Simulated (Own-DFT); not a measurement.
# Response to strain: diamond-structure GeSn with randomly placed atoms, 64 atoms (Ge60Sn4)

Calculated results; nothing here was measured. They come from Own-DFT, an in-house plane-wave density functional program, since retired, whose code no person has reviewed. Each row is one single-point run on a periodic cell that was not relaxed, without spin or spin-orbit coupling.

Settings of every run: PBE; PseudoDojo norm-conserving scalar-relativistic files; cutoff 49 hartree; 3 x 3 x 3 k mesh centred on Gamma; Fermi-Dirac smearing of 0.1 eV.

Known limits: forces on such cells moved up to 12 meV/angstrom on a denser k mesh; stress not checked against mesh or cutoff.

Unstrained cell vectors in Å: (11.420, 0.000, 0.000); (0.000, 11.420, 0.000); (0.000, 0.000, 11.420). The unstrained cell has measured lattice constants (interpolated for alloys), not those of this functional. That, the random moves and any unrelaxed bonds set the pressure at no strain. Each run strains this cell uniformly, with the atoms carried along. Every atom was also moved at random, by a Gaussian of width 0.05 Å on each axis. The random placing of the alloy's atoms differs from row to row. Strain is the symmetric tensor, in per cent. Stress is positive in tension, and the pressure is minus a third of its trace.

| run | e_xx (%) | e_yy (%) | e_zz (%) | s_xx (GPa) | s_yy (GPa) | s_zz (GPa) | P (GPa) | E (meV/atom) |
|---|---|---|---|---|---|---|---|---|
| 1 | 3.00 | 3.00 | 0.00 | -0.39 | -0.34 | -2.04 | 0.92 | 8.4 |
| 2 | 1.00 | 1.00 | 0.00 | -3.20 | -3.31 | -3.77 | 3.43 | 17.1 |
| 3 | -0.25 | -0.25 | 0.00 | -5.42 | -5.63 | -5.27 | 5.44 | 41.3 |
| 4 | -0.50 | -0.50 | 0.00 | -5.75 | -5.80 | -5.48 | 5.68 | 34.4 |
| 5 | -3.00 | -3.00 | 0.00 | -11.01 | -11.00 | -8.99 | 10.33 | 102.5 |
| 6 | 2.50 | 2.50 | 0.00 | -0.96 | -0.91 | -2.35 | 1.40 | 0.0 |
| 7 | 1.25 | 1.25 | 0.00 | -2.84 | -2.76 | -3.50 | 3.03 | 9.9 |
| 8 | 2.75 | 2.75 | 0.00 | -0.68 | -0.58 | -2.14 | 1.14 | 0.5 |
| 9 | 1.50 | 1.50 | 0.00 | ? | ? | ? | ? | ? |

E is the free energy for each atom above the lowest run shown.

## Worked fit

The change of volume is close to e_xx + e_yy + e_zz. A straight line through the runs shown gives P = 5.26 - 77 x (fractional change of volume) GPa, with an error of 3 on the slope and a scatter of 0.35 GPa. The strain isn't the same on all axes, but the crystal is cubic, so the slope still estimates the bulk modulus, averaged over pressures from 0.9 to 10.3 GPa.

## Withheld run

Question: what pressure should run 9 give? Its volume changes by 3.02 %.

The line gives 2.9 GPa. The calculation gave 2.79 GPa.
